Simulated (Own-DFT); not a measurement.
# Response to strain: wurtzite AlGaN with randomly placed atoms, 96 atoms (Al12Ga36N48)

All numbers below are calculated, not measured. They come from Own-DFT, an in-house plane-wave density functional program, since retired, whose code no person has reviewed. Each row is one single-point run on a periodic cell that was not relaxed, without spin or spin-orbit coupling.

Settings of every run: PBE; PseudoDojo norm-conserving scalar-relativistic files (stringent for Ga); cutoff 96 hartree; 3 x 4 x 3 k mesh centred on Gamma; Gaussian smearing of 0.01 eV.

Known limits: k mesh not checked against a denser one; stress not checked against mesh or cutoff.

Unstrained cell vectors in Å: (12.679, 0.000, 0.000); (-4.755, 8.235, 0.000); (0.000, 0.000, 10.268). The unstrained cell has measured lattice constants (interpolated for alloys), not those of this functional. That, the random moves and any unrelaxed bonds set the pressure at no strain. Each run strains this cell uniformly, with the atoms carried along. Every atom was also moved at random, by a Gaussian of width 0.05 Å on each axis. The random placing of the alloy's atoms differs from row to row. Strain is the symmetric tensor, in per cent. Stress is positive in tension, and the pressure is minus a third of its trace.

```
run,e_xx (%),e_yy (%),e_zz (%),s_xx (GPa),s_yy (GPa),s_zz (GPa),P (GPa),E (meV/atom)
1,1.75,1.75,0.00,1.19,2.21,-5.12,0.58,8.3
2,3.00,3.00,0.00,7.63,6.33,-1.88,-4.03,2.4
3,-0.25,-0.25,0.00,-8.14,-9.75,-6.70,8.20,17.4
4,-2.00,-2.00,0.00,-19.44,-19.46,-9.70,16.20,44.7
5,2.00,2.00,0.00,3.64,2.91,-4.97,-0.53,0.0
6,-3.00,-3.00,0.00,-23.80,-29.29,-12.69,21.93,89.3
7,1.25,1.25,0.00,-0.95,-1.22,-4.30,2.16,4.9
8,0.25,0.25,0.00,-5.51,-5.79,-8.00,6.44,19.4
9,0.50,0.50,0.00,?,?,?,?,?
```

E is the free energy for each atom above the lowest run shown.

## Worked fit

The change of volume is close to e_xx + e_yy + e_zz. A straight line through the runs shown gives P = 8.06 - 215 x (fractional change of volume) GPa, with an error of 7 on the slope and a scatter of 0.81 GPa. The strain isn't the same on all axes and the cell isn't cubic, so the slope belongs to this path and is not the bulk modulus.

## Withheld run

Question: what pressure should run 9 give? Its volume changes by 1.00 %.

The line gives 5.9 GPa. The calculation gave 4.70 GPa.
